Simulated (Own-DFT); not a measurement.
# Which arrangement is lower? C34N2Si36, 72 atoms

Calculated results; nothing here was measured. The program, named Own-DFT, is a retired in-house plane-wave density functional code that no person has reviewed. Each row is one single-point run on a periodic cell that was not relaxed, without spin or spin-orbit coupling.

Settings of every run: PBE; PseudoDojo norm-conserving scalar-relativistic files; cutoff 42 hartree; 4 x 4 x 3 k mesh centred on Gamma; Fermi-Dirac smearing of 0.1 eV.

Known limits: not probed for a lower state with spin; forces on such cells passed a denser k mesh, each cell not checked; stress not checked against mesh or cutoff.

All cells hold the same atoms in the same cell, with vectors in Å (9.248, 0.000, 0.000); (-4.624, 8.009, 0.000); (0.000, 0.000, 10.068). Every atom was moved at random from its ideal site; u is the rms move along one axis. The defect's site can differ from row to row. E is the free energy of the cell above the lowest run. The arrangements:

- A: 4H SiC, with two N on a C site each, 3.1 Å apart
- B: 2H SiC, with two N on a C site each, 3.1 Å apart

| arrangement | u (Å) | E (eV) | P (GPa) |
|---|---|---|---|
| A | 0.0286 | 0.213 | 2.71 |
| A | 0.0293 | 0.000 | 2.64 |
| A | 0.0316 | 0.452 | 2.80 |
| A | 0.0478 | 3.257 | 3.60 |
| A | 0.0515 | 4.549 | 4.01 |
| A | 0.0556 | 5.457 | 4.76 |
| B | 0.0292 | 0.903 | 2.89 |
| B | 0.0300 | 1.232 | 2.95 |
| B | 0.0304 | 1.174 | 2.88 |
| B | 0.0461 | 3.945 | 3.95 |
| B | 0.0485 | 5.254 | 4.53 |
| B | 0.0523 | 5.548 | 4.53 |

Question: once the cost of the random moves is taken out, how do the arrangements rank?

## Worked answer

Fit E = a + b u², with one b for all and one a for each arrangement, and with residuals divided by u², since the noise grows with the moves. Then b = 2426 eV/Å², the scatter at u = 0.04 Å is 0.24 eV, and against A:

- B: 0.90 ± 0.10 eV (higher)

These are energies of unrelaxed cells. Relaxing the atoms lowers the strained arrangements most, so the gaps would shrink and small ones could change sign.
